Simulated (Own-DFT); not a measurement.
# Computed records: SiC (4H silicon carbide, atoms displaced)

Computed with Own-DFT development build. A calculation, not a measurement: plane-wave PBE density functional theory by an unreviewed code, no spin, of a simulated periodic cell, stress positive in tension, free energy of the whole cell less one offset for each atom, forces on such cells passed a denser k mesh, this cell's mesh not checked; offsets are fitted by least squares, one for each functional and potential file, so energies compare only between cells with the same atoms and settings and are not formation energies; the far tail of each file's local potential was reset to the Coulomb form; each entry is a single point on an unrelaxed cell, so the pressure reflects the starting lattice, mostly measured values (interpolated for alloys), from which strain is counted, and rises with the displacements; printed positions are rounded, which can move forces by about a meV/angstrom; the program, named Own-DFT, is a retired in-house code; no spin-orbit coupling.

## SiC (4H silicon carbide, atoms displaced)

```
SiC
1.0
      9.2481     0.0000     0.0000
     -4.6241     8.0091     0.0000
      0.0000     0.0000    10.0681
Si C Si C Si C Si C Si C Si C Si C Si C Si C Si C Si C Si C Si C Si C Si C Si C Si C Si C
2 2 2 2 2 2 2 2 2 2 2 2 2 2 2 2 2 2 2 2 2 2 2 2 2 2 2 2 2 2 2 2 2 2 2 2
Direct
  0.00372 0.00330 0.40792
  0.11763 0.22282 0.15671
  0.01007 0.00112 0.09004
  0.10704 0.21770 0.33895
  0.99144 0.32789 0.41043
  0.09877 0.54880 0.15482
  0.00377 0.33436 0.10128
  0.10133 0.55225 0.34399
  0.99085 0.66015 0.41716
  0.10542 0.88695 0.15185
  0.00494 0.67092 0.09758
  0.11217 0.89749 0.33494
  0.32844 0.00413 0.40876
  0.46897 0.22861 0.15259
  0.31373 0.99095 0.10313
  0.43583 0.22047 0.34427
  0.33231 0.32895 0.41245
  0.43783 0.55458 0.16388
  0.32858 0.33060 0.09113
  0.45006 0.55817 0.34777
  0.32475 0.66888 0.40801
  0.43269 0.88000 0.16128
  0.33146 0.66223 0.09789
  0.45111 0.89080 0.34902
  0.67043 0.99878 0.40672
  0.77498 0.22639 0.15475
  0.66255 0.99186 0.09353
  0.78465 0.23377 0.33747
  0.68046 0.34382 0.40343
  0.78060 0.55312 0.15286
  0.66826 0.32655 0.10172
  0.78166 0.55649 0.35114
  0.67985 0.67647 0.41011
  0.77181 0.88909 0.16184
  0.66121 0.66355 0.09574
  0.76484 0.88178 0.35310
  0.00546 0.99968 0.91656
  0.89065 0.76520 0.65354
  0.98397 0.99770 0.59357
  0.88400 0.77097 0.85148
  0.00451 0.66635 0.89917
  0.89463 0.44328 0.65762
  0.99872 0.66750 0.59641
  0.89311 0.44572 0.84193
  0.98712 0.32734 0.91201
  0.87604 0.10272 0.66477
  0.99773 0.31820 0.58860
  0.90006 0.11507 0.83868
  0.66328 0.00572 0.91038
  0.53712 0.77730 0.64808
  0.65153 0.98670 0.58123
  0.54619 0.76548 0.84858
  0.66653 0.66462 0.90019
  0.56585 0.43920 0.65639
  0.66547 0.67338 0.58998
  0.54777 0.43720 0.84504
  0.67091 0.33970 0.90209
  0.55175 0.10819 0.65642
  0.65751 0.32814 0.59715
  0.56622 0.11611 0.84045
  0.34194 0.99885 0.90751
  0.23237 0.79014 0.65693
  0.32221 0.99268 0.60219
  0.23024 0.79682 0.83001
  0.32138 0.64799 0.90787
  0.22707 0.44191 0.65082
  0.31733 0.66426 0.58821
  0.21696 0.44695 0.83287
  0.33289 0.32436 0.90877
  0.22352 0.11996 0.65192
  0.33628 0.33421 0.59240
  0.21951 0.11584 0.84240
```

* functional: PBE
* potential files: PseudoDojo norm-conserving, scalar-relativistic, standard set
* wave cutoff: 42 hartree
* occupations: Fermi-Dirac
* smearing width: 0.1 eV
* hardware: one NVIDIA H100
* k mesh: 4 x 4 x 3 centred on Gamma
* free energy of cell above offsets: -3.581 eV
* pressure: 6.04 GPa
* stress xx: -4.72 GPa
* stress yy: -5.69 GPa
* stress zz: -7.72 GPa
* stress yz: 0.1 GPa
* stress xz: 0.43 GPa
* stress xy: 1.16 GPa
* wall time: 346.6 s

Force:
| element | x (eV/Å) | y (eV/Å) | z (eV/Å) |
| --- | --- | --- | --- |
| Si | -1.169 | -0.614 | -0.299 |
| Si | -0.404 | -0.736 | 0.046 |
| C | -2.996 | 0.218 | 2.309 |
| C | -0.118 | 0.972 | 1.624 |
| Si | 1.832 | 0.763 | -1.969 |
| Si | 1.786 | 1.566 | 1.491 |
| C | -1.097 | -1.338 | -1.939 |
| C | 0.447 | 0.188 | 0.692 |
| Si | 1.767 | 1.802 | -2.624 |
| Si | -0.58 | -0.34 | 1.688 |
| C | -0.694 | -1.584 | -2.089 |
| C | -0.108 | -1.791 | 2.6 |
| Si | 1.173 | -0.796 | -0.596 |
| Si | -7.413 | -3.275 | 2.368 |
| C | 5.037 | 2.25 | -2.584 |
| C | 2.625 | 0.975 | -0.214 |
| Si | -0.721 | 1.411 | -2.384 |
| Si | 1.337 | -0.664 | -0.726 |
| C | 2.072 | 0.953 | 0.631 |
| C | -0.945 | -0.43 | 0.811 |
| Si | 1.231 | -0.699 | -1.593 |
| Si | 0.256 | 0.755 | -0.158 |
| C | -1.667 | -0.491 | -0.607 |
| C | -1.947 | 0.057 | -0.538 |
| Si | -1.619 | 1.151 | -1.612 |
| Si | 3.246 | -2.324 | 0.764 |
| C | -1.402 | 1.812 | 0.64 |
| C | -0.594 | -2.218 | 1.244 |
| Si | -2.394 | -2.421 | 1.142 |
| Si | -1.085 | 1.383 | 1.183 |
| C | 1.411 | 3.319 | -3.791 |
| C | -0.889 | 0.853 | -1.693 |
| Si | -1.88 | -3.01 | -0.37 |
| Si | 1.536 | -0.913 | -0.462 |
| C | 0.706 | -0.148 | -0.251 |
| C | 2.617 | 2.527 | -2.537 |
| Si | -0.693 | -0.346 | -3.595 |
| Si | -3.681 | 3.001 | 1.655 |
| C | 2.741 | -0.408 | 0.255 |
| C | 1.118 | 0.84 | -1.567 |
| Si | -0.089 | 1.359 | 1.113 |
| Si | -0.116 | -0.864 | -1.027 |
| C | 2.055 | -1.175 | 0.357 |
| C | -0.676 | -0.062 | 0.721 |
| Si | 2.682 | 0.605 | -0.957 |
| Si | 0.377 | -0.24 | -2.936 |
| C | -1.086 | 1.271 | 1.77 |
| C | -1.825 | -1.18 | 3.444 |
| Si | 2.465 | -2.344 | -0.87 |
| Si | 2.266 | -1.478 | 1.698 |
| C | -0.073 | 2.625 | 3.694 |
| C | -0.684 | 1.884 | -1.416 |
| Si | -1.026 | -0.439 | 1.663 |
| Si | -3.863 | 2.265 | 0.177 |
| C | 0.725 | -1.572 | 1.878 |
| C | 1.39 | 0.744 | -0.325 |
| Si | -0.182 | -0.59 | 0.435 |
| Si | 0.052 | -0.531 | -1.086 |
| C | 3.648 | -0.314 | -1.423 |
| C | -1.273 | 0.277 | 0.992 |
| Si | -1.927 | 1.359 | 0.501 |
| Si | -1.476 | -3.395 | -1.004 |
| C | 0.292 | 3.796 | -2.534 |
| C | 0.438 | -3.217 | 3.854 |
| Si | 0.307 | 2.977 | -0.092 |
| Si | -1.749 | 0.07 | 0.165 |
| C | 1.115 | -0.375 | 0.825 |
| C | 0.245 | -2.171 | 1.868 |
| Si | -1.888 | 1.494 | -0.516 |
| Si | -1.32 | -2.078 | 1.462 |
| C | 0.849 | 0.427 | 0.578 |
| C | 1.503 | -1.376 | 0.05 |
